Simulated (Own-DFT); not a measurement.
# What a defect does to the pressure of its cell: monoclinic HfO2

Calculated, not measured: single-point runs of Own-DFT, a retired in-house plane-wave DFT program that no person has reviewed, on unrelaxed cells, without spin or spin-orbit coupling.

Common settings: PBE; PseudoDojo norm-conserving scalar-relativistic files; cutoff 72 hartree; 2 x 2 x 2 k mesh centred on Gamma; Fermi-Dirac smearing of 0.1 eV.

Keep in mind (not all hold for every row): not probed for a lower state with spin; hafnium file: forces about 75 meV/angstrom off all-electron values; oxygen file: force components 24 meV/angstrom off all-electron in a glass; forces on such cells passed a denser k mesh, each cell not checked; stress not checked against mesh or cutoff.

All runs share one cell, with vectors in Å (10.234, 0.000, 0.000); (0.000, 10.350, 0.000); (-1.696, 0.000, 10.445) and a volume of 1106.4 Å³. u is the rms random offset of the atoms per axis. The defect's site can differ from row to row.

```
                                      cell     formula   u (Å)  P (GPa)
                                 no defect     Hf32O64  0.0208     4.01
                                 no defect     Hf32O64  0.0487     6.11
                                 no defect     Hf32O64  0.0507     5.83
                           two O vacancies     Hf32O62  0.0299     3.56
                           two O vacancies     Hf32O62  0.0300        ?
                           two O vacancies     Hf32O62  0.0478     4.92
                           two O vacancies     Hf32O62  0.0528     5.57
                       one Si on a Hf site   Hf31O64Si  0.0306     2.96
                       one Si on a Hf site   Hf31O64Si  0.0478     3.70
                       one Si on a Hf site   Hf31O64Si  0.0493     4.23
two Al on a Hf site each and one O vacancy  Al2Hf30O63  0.0310     2.46
two Al on a Hf site each and one O vacancy  Al2Hf30O63  0.0499     3.21
two Al on a Hf site each and one O vacancy  Al2Hf30O63  0.0502     3.30
```

## Fit

P = P0 + c u² + a shift for each defect gives P0 = 3.81 GPa, c = 843 ± 97 GPa/Å² and a scatter of 0.27 GPa. The shifts, and each times the cell's volume:

- two O vacancies: -0.80 ± 0.22 GPa, -5.5 eV (-2.8 eV for each of its 2 sites)
- one Si on a Hf site: -1.76 ± 0.22 GPa, -12.2 eV
- two Al on a Hf site each and one O vacancy: -2.50 ± 0.22 GPa, -17.2 eV

Against the defect-free cell, a freed cell would be larger where the shift is positive and smaller where it is negative (160.2 GPa Å³ is 1 eV). The atoms around the defects weren't relaxed, which would change these numbers.

## Withheld run

Q: what pressure belongs in the blank (two O vacancies, u = 0.0300 Å)?

Estimate: 3.77 ± 0.33 GPa. The calculation gave 3.15 GPa.
